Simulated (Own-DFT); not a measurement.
# Computed records: Si₄₇N₆₄ (beta silicon nitride with one vacancy, atoms displaced)

All values are calculated (Own-DFT development build). A calculation, not a measurement: plane-wave PBE density functional theory by an unreviewed code, no spin, of a simulated periodic cell, stress positive in tension, free energy of the whole cell less one offset for each atom, defect cell not probed for a lower state with spin; forces on such cells moved up to 12 meV/angstrom on a denser k mesh; offsets are fitted by least squares, one for each functional and potential file, so energies compare only between cells with the same atoms and settings and are not formation energies; the far tail of each file's local potential was reset to the Coulomb form; each entry is a single point on an unrelaxed cell, so the pressure reflects the starting lattice, mostly measured values (interpolated for alloys), from which strain is counted, and rises with the displacements; printed positions are rounded, which can move forces by about a meV/angstrom; the program, named Own-DFT, is a retired in-house code; no spin-orbit coupling; before rounding, a Quantum ESPRESSO 7.3.1 run of the same cell and cutoff gave forces within 1 meV/angstrom rms on each cell, which checks the program and not the settings.

Settings shared by all entries: functional PBE; potential files PseudoDojo norm-conserving, scalar-relativistic, standard set; wave cutoff 42 hartree; occupations Fermi-Dirac; smearing width 0.1 eV; k mesh 2 x 2 x 4 centred on Gamma.

(1) Si₄₇N₆₄ (beta silicon nitride with one vacancy, atoms displaced)

```xyz
111
Lattice="15.2120 0.0000 0.0000 -7.6060 13.1740 0.0000 0.0000 0.0000 5.8180" Properties=species:S:1:pos:R:3 Si47N64
Si    -1.5717     5.0955     0.7575
Si     0.2358     2.6540     0.7748
Si     1.4115     5.4172     0.7202
Si     5.4454     1.5015     2.1844
Si     3.5960     3.9081     2.1111
Si     2.4598     1.1352     2.2221
N      2.3869     0.1650     0.7160
N      6.2045     2.0048     0.8014
N      2.7891     4.3689     0.6932
N      1.4478     6.4376     2.1929
N     -2.4081     4.6052     2.1785
N      1.0710     2.1450     2.2087
N     -0.0242     4.3742     0.7015
N      3.8028     2.1960     2.2542
Si    -1.6186     5.1057     3.6994
Si     0.2396     2.6725     3.5952
Si     1.4186     5.4381     3.6710
Si     5.4366     1.5284     5.0896
Si     3.6087     3.8682     5.1082
Si     2.4154     1.0925     5.0631
N      2.3551     0.2169     3.6404
N      6.2200     1.9616     3.5968
N      2.7091     4.3941     3.6190
N      1.3958     6.4243     5.0398
N     -2.4224     4.5922     5.0326
N      1.0096     2.2463     5.0751
N     -0.0020     4.3766     3.7108
N      3.7791     2.1994     5.1204
Si    -5.4079    11.6202     0.7555
Si    -3.5853     9.2423     0.7280
Si    -2.4712    12.0249     0.7936
Si     1.5999     8.1320     2.1769
Si    -0.2566    10.5067     2.1553
Si    -1.4204     7.7387     2.2350
N     -1.3873     6.7443     0.7018
N      2.4631     8.5859     0.7089
N     -1.0144    11.0012     0.7438
N     -2.4772    12.9573     2.1743
N     -6.1884    11.1758     2.1606
N     -2.7700     8.8023     2.1791
N     -3.7579    11.0216     0.7246
N     -0.0143     8.7882     2.2240
Si    -5.4409    11.6154     3.6226
Si    -3.5578     9.2070     3.6172
Si    -2.4069    12.0415     3.6569
Si     1.5797     8.0906     5.0772
Si    -1.4143     7.7675     5.1057
N     -1.3798     6.8287     3.6655
N      2.4158     8.5731     3.6084
N     -1.0069    10.9819     3.6424
N     -2.3720    12.9705     5.1622
N     -6.2517    11.1424     5.0572
N     -2.8109     8.8274     5.0630
N     -3.8114    11.0560     3.6169
N      0.0219     8.8260     5.1429
Si     6.0138     5.1176     0.7115
Si     7.8991     2.6252     0.7862
Si     8.9876     5.4535     0.7062
Si    13.0182     1.4839     2.2145
Si    11.1708     3.8896     2.1600
Si    10.0439     1.1903     2.2002
N      9.9594     0.2596     0.7142
N     13.8016     1.9354     0.7132
N     10.3929     4.3721     0.7299
N      8.9216     6.3808     2.2463
N      5.1896     4.6342     2.2105
N      8.6251     2.1677     2.1847
N      7.6178     4.3872     0.7009
N     11.4142     2.1619     2.2022
Si     5.9896     5.0580     3.6730
Si     7.8194     2.6589     3.6772
Si     8.9875     5.4461     3.6312
Si    13.0086     1.5063     5.0449
Si    11.1596     3.9854     5.1338
Si    10.0837     1.1460     5.0859
N     10.0149     0.2279     3.6508
N     13.8222     1.9980     3.5967
N     10.3455     4.3568     3.6640
N      9.0054     6.3721     5.0942
N      5.1869     4.6232     5.1210
N      8.6400     2.2148     5.0667
N      7.6851     4.4385     3.6554
N     11.4170     2.1764     5.0747
Si     2.1860    11.6627     0.7500
Si     4.0064     9.2529     0.7328
Si     5.1964    12.0658     0.6995
Si     9.2103     8.1119     2.1445
Si     7.3244    10.5246     2.1333
Si     6.1681     7.7382     2.1807
N      6.2114     6.7795     0.7283
N     10.0311     8.5522     0.6958
N      6.5997    10.9600     0.7386
N      5.2460    12.9866     2.1475
N      1.3797    11.2008     2.2440
N      4.8222     8.7624     2.2187
N      3.8121    10.9896     0.7169
N      7.6140     8.7919     2.2494
Si     2.1618    11.6568     3.6392
Si     4.0409     9.3626     3.6297
Si     5.1766    12.0193     3.6397
Si     9.2696     8.1252     5.0765
Si     7.3875    10.4968     5.1055
Si     6.1879     7.7214     5.1046
N      6.2145     6.8528     3.7291
N     10.0491     8.5599     3.6027
N      6.5645    10.9602     3.6064
N      5.2433    12.9341     5.0427
N      1.3740    11.1887     5.0842
N      4.8017     8.7926     5.1069
N      3.8027    10.9961     3.6407
N      7.6237     8.8149     5.1027
```

```
free energy of cell above offsets : -4.376 eV
pressure                          : 5.94 GPa
stress xx                         : -4.03 GPa
stress yy                         : -5.97 GPa
stress zz                         : -7.83 GPa
stress yz                         : 0.01 GPa
stress xz                         : -0.01 GPa
stress xy                         : -0.31 GPa
```

Force:
```csv
element,x (eV/Å),y (eV/Å),z (eV/Å)
Si,-0.831,-2.257,-1.054
Si,-1.051,-0.241,-1.633
Si,-1.154,1.083,0.156
Si,-2.676,-0.606,0.054
Si,-0.02,-0.205,2.782
Si,0.208,-0.253,-1.625
N,-0.155,0.759,0.519
N,1.909,0.507,-2.538
N,-0.622,0.875,0.253
N,-0.237,-2.328,-0.73
N,-0.896,0.246,0.653
N,-0.79,0.471,-1.015
N,1.537,0.359,0.733
N,0.891,-0.001,-0.58
Si,1.661,-0.875,-2.664
Si,-0.773,0.57,1.623
Si,-1.917,0.25,-1.708
Si,-1.153,-0.475,1.128
Si,-0.83,0.798,-2.116
Si,-0.571,2.089,1.626
N,-0.165,-1.937,-0.277
N,1.276,0.581,1.915
N,3.039,-1.287,0.05
N,0.35,-1.906,2.164
N,-1.189,0.202,3.32
N,1.187,-1.709,0.744
N,-0.193,1.423,-0.86
N,1.167,-1.425,-0.158
Si,1.109,0.388,-2.013
Si,0.113,2.056,-0.551
Si,3.47,-0.52,-1.904
Si,0.062,0.682,-0.427
Si,1.479,0.395,1.202
Si,1.643,0.108,-1.869
N,-0.514,2.859,1.197
N,-1.528,-1.007,0.318
N,-1.541,0.781,0.435
N,0.443,2.18,1.748
N,-2.453,-0.856,0.551
N,0.121,-1.037,-0.644
N,-3.17,-3.1,-0.047
N,-0.322,-0.86,-0.434
Si,1.36,0.884,0.298
Si,-1.415,3.416,0.11
Si,0.937,-0.948,0.908
Si,0.547,2.786,-0.093
Si,1.587,1.715,0.49
N,-0.739,-0.811,-0.02
N,1.245,0.594,0.801
N,-1.037,0.628,-1.032
N,-0.016,0.945,-1.297
N,0.9,0.854,1.181
N,0.933,-1.692,1.267
N,-0.253,-2.48,0.228
N,-1.156,-1.29,0.049
Si,0.942,-2.27,1.432
Si,-2.589,1.726,-2.626
Si,-0.785,-0.644,1.396
Si,-0.473,1.374,-1.933
Si,1.443,-0.269,1.978
Si,-0.465,-1.517,-0.219
N,0.254,-1.131,1.162
N,1.324,0.403,0.404
N,-1.526,1.427,0.995
N,1.123,0.984,-2.806
N,-0.421,0.153,-0.84
N,0.719,-0.233,2.043
N,-0.082,-0.201,0.342
N,0.505,1.241,-0.171
Si,1.956,1.026,-0.503
Si,-0.069,1.497,-1.258
Si,0.947,-0.154,0.998
Si,0.004,0.662,0.788
Si,1.869,-2.659,-2.406
Si,-1.38,0.494,-0.102
N,-0.002,-0.615,-0.851
N,1.001,-0.095,0.852
N,0.436,0.645,-1.078
N,0.757,1.432,-0.054
N,-0.91,-0.498,-0.421
N,0.802,-1.116,1.682
N,-3.777,-2.209,-0.101
N,0.484,1.608,0.246
Si,-0.871,-0.135,-0.904
Si,0.4,0.976,0.219
Si,-0.317,-1.469,0.362
Si,-1.388,-0.167,1.099
Si,2.758,-1.709,2.481
Si,2.085,0.13,1.397
N,-0.317,1.344,0.574
N,1.261,0.269,1.065
N,-2.022,1.8,-1.885
N,-0.187,-1.485,0.965
N,-0.493,-0.253,-2.33
N,-0.466,0.4,-1.08
N,0.243,0.393,0.417
N,-0.673,-0.171,-0.935
Si,0.184,0.321,1.686
Si,-1.215,-2.764,0.823
Si,0.266,-0.512,-1.707
Si,-2.646,-0.536,-1.036
Si,-0.326,-0.589,-1.26
Si,1.048,2.891,1.239
N,-0.612,-2.9,-3.37
N,0.568,-0.145,-0.133
N,-0.348,0.739,0.767
N,0.122,1.402,0.817
N,0.845,0.298,0.979
N,0.73,-0.366,-0.353
N,-0.416,1.585,-0.344
N,-0.105,-1.783,0.284
```

(2) Si₄₇N₆₄ (beta silicon nitride with one vacancy, atoms displaced)

```xyz
111
Lattice="15.2120 0.0000 0.0000 -7.6060 13.1740 0.0000 0.0000 0.0000 5.8180" Properties=species:S:1:pos:R:3 Si47N64
Si    -1.5553     5.0129     0.7275
Si     0.2053     2.6568     0.7267
Si     1.3446     5.4756     0.7231
Si     5.4542     1.5155     2.1237
Si     3.6079     3.8750     2.2266
Si     2.4336     1.1149     2.1471
N      2.4353     0.1988     0.7060
N      6.2179     1.9826     0.7168
N      2.8003     4.4374     0.7565
N      1.4397     6.4249     2.1933
N     -2.4185     4.5890     2.1720
N      0.9773     2.1737     2.2072
N      0.0173     4.3371     0.6922
N      3.7420     2.1656     2.2155
Si    -1.5677     5.0588     3.6297
Si     0.1822     2.6190     3.6801
Si     1.3929     5.3883     3.6189
Si     5.4934     1.5270     5.0922
Si     3.5952     3.9615     5.1163
Si     2.4699     1.1836     5.1083
N      2.4043     0.2571     3.6253
N      6.1653     1.9489     3.6106
N      2.7539     4.3898     3.6176
N      1.3503     6.3567     5.1078
N     -2.4262     4.6507     5.1139
N      0.9865     2.1934     5.1352
N      0.0099     4.3705     3.6446
N      3.7877     2.1680     5.1041
Si    -5.3913    11.6813     0.7001
Si    -3.6374     9.2335     0.7269
Si    -2.4266    12.0293     0.7415
Si     1.5740     8.1418     2.1735
Si    -0.2269    10.5216     2.1834
Si    -1.3855     7.7190     2.1966
N     -1.3722     6.7970     0.7205
N      2.4642     8.5824     0.7350
N     -0.9609    10.9679     0.7613
N     -2.3837    12.9492     2.1847
N     -6.2459    11.1956     2.1877
N     -2.7939     8.7748     2.1968
N     -3.7496    11.0124     0.7972
N     -0.0399     8.7572     2.1786
Si    -5.4057    11.6315     3.6677
Si    -3.5992     9.2613     3.6885
Si    -2.4195    11.9759     3.6417
Si     1.6404     8.0973     5.0713
Si    -0.2317    10.5010     5.1094
Si    -1.4101     7.6401     5.0817
N     -1.3509     6.7589     3.6621
N      2.3899     8.6080     3.6587
N     -1.0330    11.0030     3.6556
N     -2.3846    13.0389     5.1367
N     -6.1992    11.1819     5.0706
N     -2.7952     8.7508     5.1207
N     -3.8156    10.9382     3.5910
N      0.0287     8.8183     5.0404
Si     5.9788     5.0306     0.6781
Si     7.8136     2.7421     0.7516
Si     8.9519     5.4608     0.7580
Si    13.0020     1.5025     2.1931
Si    11.1913     3.9309     2.2427
Si    10.0285     1.1366     2.1601
N      9.9662     0.2238     0.7054
N     13.7909     2.0129     0.7468
N     10.3465     4.3646     0.7191
N      9.0108     6.3707     2.1755
N      5.2032     4.6970     2.1767
N      8.6657     2.2011     2.2337
N      7.6772     4.3488     0.7240
N     11.3946     2.2467     2.1999
Si     5.9964     5.0992     3.6811
Si     7.7989     2.6869     3.6216
Si     8.9840     5.4398     3.6633
Si    13.0373     1.5303     5.1265
Si    11.1887     4.0038     5.1513
Si    10.0435     1.1301     5.0658
N     10.0160     0.2158     3.6084
N     13.8319     1.9964     3.6596
N     10.4337     4.4074     3.6114
N      9.0244     6.3561     5.1130
N      5.1748     4.6308     5.1025
N      8.6305     2.2015     5.0983
N      7.6301     4.3709     3.6117
N     11.4062     2.2098     5.0690
Si     2.1821    11.6811     0.6865
Si     4.0390     9.1542     0.7052
Si     5.1860    12.0295     0.7716
Si     9.2050     8.0921     2.2233
Si     6.2339     7.7592     2.1683
N      6.2191     6.7979     0.7242
N     10.0199     8.5408     0.7486
N      6.5666    10.9594     0.7193
N      5.1654    12.9779     2.2090
N      1.3709    11.1787     2.1987
N      4.8376     8.7912     2.1646
N      3.8186    10.9762     0.7639
N      7.5971     8.7873     2.1850
Si     2.1841    11.6809     3.6630
Si     3.9876     9.2708     3.6470
Si     5.1724    12.0299     3.5923
Si     9.1566     8.1367     5.1123
Si     7.3902    10.5142     5.0504
Si     6.2301     7.6919     5.0783
N      6.2059     6.7882     3.6417
N     10.0353     8.6202     3.6106
N      6.6232    10.9883     3.6245
N      5.2128    13.0049     5.1140
N      1.4086    11.1625     5.0650
N      4.8429     8.7528     5.0984
N      3.7867    10.9855     3.6339
N      7.5533     8.8301     5.0792
```

```
free energy of cell above offsets : -5.013 eV
pressure                          : 5.79 GPa
stress xx                         : -4.36 GPa
stress yy                         : -6.14 GPa
stress zz                         : -6.85 GPa
stress yz                         : 0.04 GPa
stress xz                         : 0.4 GPa
stress xy                         : -1.75 GPa
```

Force:
```csv
element,x (eV/Å),y (eV/Å),z (eV/Å)
Si,-0.296,0.843,0.324
Si,-0.211,-0.46,1.579
Si,0.813,-1.427,1.063
Si,-3.315,-1.075,1.756
Si,-0.086,0.541,-1.421
Si,-1.687,0.622,0.972
N,-0.183,0.421,-0.298
N,1.945,1.357,0.143
N,-0.211,0.309,-0.041
N,-0.345,-1.084,-0.023
N,0.355,0.572,0.416
N,0.915,-0.854,-0.52
N,0.002,1.803,0.427
N,3.045,0.772,-0.581
Si,-0.376,-0.985,0.166
Si,1.103,1.036,-0.884
Si,-1.012,1.4,0.268
Si,-3.417,-0.039,-0.649
Si,-1.48,-1.997,-0.101
Si,-2.039,-0.771,-0.982
N,-0.095,-1.837,0.953
N,2.513,1.452,-0.329
N,1.417,-0.175,1.292
N,0.72,1.045,-1.406
N,0.033,0.034,-0.672
N,1.531,-1.251,-0.812
N,-0.164,-0.185,-0.197
N,2.774,2.85,0.174
Si,-0.865,-1.428,1.865
Si,1.098,1.061,1.137
Si,1.482,0.147,-0.255
Si,0.071,0.221,0.275
Si,0.843,-1.453,1.29
Si,-0.605,0.478,-0.321
N,-0.225,-1.762,1.089
N,-1.746,-1.115,-0.395
N,-2.186,1.682,-1.341
N,0.379,0.741,0.342
N,1.377,0.535,-0.501
N,0.223,-0.723,0.258
N,-1.771,-1.772,-1.109
N,0.865,1.18,-0.013
Si,-0.541,1.175,-2.638
Si,0.638,-0.525,-1.374
Si,-0.924,1.721,0.484
Si,-1.884,0.112,1.248
Si,0.964,-0.535,-0.445
Si,1.321,3.421,0.68
N,-0.532,-0.104,-1.486
N,0.936,-0.241,-1.274
N,0.455,-0.167,0.039
N,0.171,-2.824,-0.951
N,-0.269,-0.224,1.289
N,0.439,-0.608,-0.309
N,0.623,1.397,1.018
N,-0.845,-2.017,0.413
Si,2.429,1.501,2.637
Si,1.939,-3.726,-0.235
Si,1.439,-1.081,-0.603
Si,-0.705,1.261,0.536
Si,0.637,-0.427,-2.881
Si,0.5,1.379,0.247
N,-0.007,-0.589,0.127
N,0.965,0.056,0.459
N,-0.458,1.256,2.017
N,0.204,0.182,1.357
N,-1.287,-1.43,0.632
N,-1.101,-0.054,-1.516
N,-3.337,3.273,-0.137
N,0.442,-2.094,-0.189
Si,1.446,-0.636,-2.063
Si,0.496,-1.071,1.119
Si,0.703,-0.821,-0.801
Si,-1.777,0.191,-0.857
Si,0.609,-2.413,-1.843
Si,-0.141,1.999,0.01
N,-0.235,-0.624,0.342
N,-0.872,-0.66,-0.24
N,-1.955,1.796,2.661
N,-0.202,1.552,-0.332
N,-0.492,-0.47,-1.097
N,-0.524,-0.438,-0.113
N,-1.509,1.27,0.437
N,0.294,0.544,0.336
Si,1.191,-1.318,1.502
Si,0.528,3.181,1.024
Si,0.846,-1.296,-1.216
Si,-1.439,1.594,-0.871
Si,0.011,1.032,0.343
N,-0.152,-1.504,-0.383
N,-0.285,-0.182,-0.458
N,-0.19,0.608,-1.292
N,0.137,1.004,-0.896
N,0.204,0.588,-0.514
N,-0.435,-0.928,1.198
N,-1.055,-0.478,-0.382
N,1.007,-0.956,0.082
Si,0.856,-0.683,-1.587
Si,1.221,0.084,-0.654
Si,1.642,-1.593,2.363
Si,0.272,0.094,-0.69
Si,0.038,1.186,1.18
Si,-0.042,1.922,0.424
N,-0.069,-0.095,-0.294
N,-0.889,-1.228,1.962
N,-1.862,1.208,0.203
N,-0.232,-0.624,-0.364
N,-1.293,0.274,0.823
N,-0.28,-0.64,-1.314
N,-0.1,0.248,0.147
N,1.126,-2.515,0.022
```
